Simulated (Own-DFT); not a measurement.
# Misfit strain and the stress it brings: diamond-structure SiGeSn with randomly placed atoms, 64 atoms (Ge52Si8Sn4)

Everything here is calculated. The program is Own-DFT (plane waves, in-house, since retired, never reviewed by a person); positions were held fixed, and spin and spin-orbit coupling were off.

All runs used: PBE; PseudoDojo norm-conserving scalar-relativistic files; cutoff 49 hartree; 3 x 3 x 3 k mesh centred on Gamma; Fermi-Dirac smearing of 0.1 eV.

Caveats: forces on such cells moved up to 12 meV/angstrom on a denser k mesh; stress not checked against mesh or cutoff.

Unstrained cell vectors in Å: (11.363, 0.000, 0.000); (0.000, 11.363, 0.000); (0.000, 0.000, 11.363). The unstrained cell has measured lattice constants (interpolated for alloys), not those of this functional. That, the random moves and any unrelaxed bonds set the pressure at no strain. Each run strains x and y alike by e, as a substrate would, and holds the height along z. Each coordinate of each atom was shifted by a normal deviate of width 0.05 Å. The random placing of the alloy's atoms differs from row to row. Stress is positive in tension.

| e (%) | u (Å) | (s_xx + s_yy)/2 (GPa) | s_zz (GPa) |
|---|---|---|---|
| -2.25 | 0.046 | -9.15 | -7.50 |
| -2.00 | 0.055 | -8.84 | -7.48 |
| -1.25 | 0.048 | -6.83 | -6.23 |
| -0.75 | 0.054 | -6.01 | -5.48 |
| 0.50 | 0.053 | -3.79 | -4.08 |
| 0.75 | 0.051 | ? | ? |
| 1.50 | 0.045 | -1.93 | -2.74 |
| 1.75 | 0.045 | -1.54 | -2.57 |
| 2.00 | 0.053 | -1.52 | -2.76 |
| 2.25 | 0.055 | -1.07 | -2.47 |

## Analysis

With e as a fraction, the in-plane stress is -4.5 + 182 e - 1217 e² GPa (errors 3 and 321, scatter 0.17), and s_zz is -4.5 + 119 e - 965 e² GPa (slope ± 4, scatter 0.20). At e = 0 the first slope is C11 + C12 and the second 2 C12, both with the ions held to the strained lattice and at the cell's own pressure. The term in e² is negative: the layer stiffens under compression and softens under tension. A free layer would change its height as e changes, and the in-plane slope would drop by 2 C12²/C11 to the biaxial modulus. At fixed height, a misfit of 1 % moves the in-plane stress by about 1.8 GPa and s_zz by 1.2 GPa.

## The run left out

Q: what are the two stresses at e = 0.75 %?

The fitted form gives -3.2 and -3.7 GPa. The run itself gave -3.14 and -3.62 GPa.
